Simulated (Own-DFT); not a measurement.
# A change of arrangement and its cost: Ga32P32, 64 atoms

These are calculations, not measurements. The program, named Own-DFT, is a retired in-house plane-wave density functional code that no person has reviewed. Each row is one single-point run on a periodic cell that was not relaxed, without spin or spin-orbit coupling.

Settings of every run: PBE; PseudoDojo norm-conserving scalar-relativistic files; cutoff 42 hartree; 3 x 3 x 3 k mesh centred on Gamma; Fermi-Dirac smearing of 0.1 eV.

Known limits, some of them of some rows only: not probed for a lower state with spin; forces on such cells failed a check on a denser k mesh; forces on such cells passed a denser k mesh, each cell not checked; stress not checked against mesh or cutoff.

All cells hold the same atoms in the same cell, with vectors in Å (10.901, 0.000, 0.000); (0.000, 10.901, 0.000); (0.000, 0.000, 10.901). Every atom was moved at random from its ideal site; u is the rms move along one axis. The defect's site can differ from row to row. E is the free energy of the cell above the lowest run. The arrangements:

- A: zincblende GaP
- B: zincblende GaP, with one Ga on a P site and one P on a Ga site, 2.4 Å apart

```
arrangement   u (Å)  E (eV)  P (GPa)
          A  0.0193   0.000     2.69
          A  0.0196   0.077     2.72
          A  0.0199   0.063     2.71
          A  0.0510   2.214     3.09
          A  0.0528   2.429     3.22
          A  0.0546   3.153     3.41
          B  0.0287   3.826     3.00
          B  0.0306   3.816     3.00
          B  0.0311   3.723     2.96
          B  0.0524   5.648     3.40
          B  0.0532   5.726     3.49
          B  0.0572   6.149     3.62
```

Question: once the cost of the random moves is taken out, how do the arrangements rank?

## Worked answer

Fit E = a + b u², with one b for all and one a for each arrangement, and with residuals divided by u², since the noise grows with the moves. Then b = 1031 eV/Å², the scatter at u = 0.04 Å is 0.15 eV, and against A:

- B: 3.21 ± 0.06 eV (higher)

These are energies of unrelaxed cells. Relaxing the atoms lowers the strained arrangements most, so the gaps would shrink and small ones could change sign.
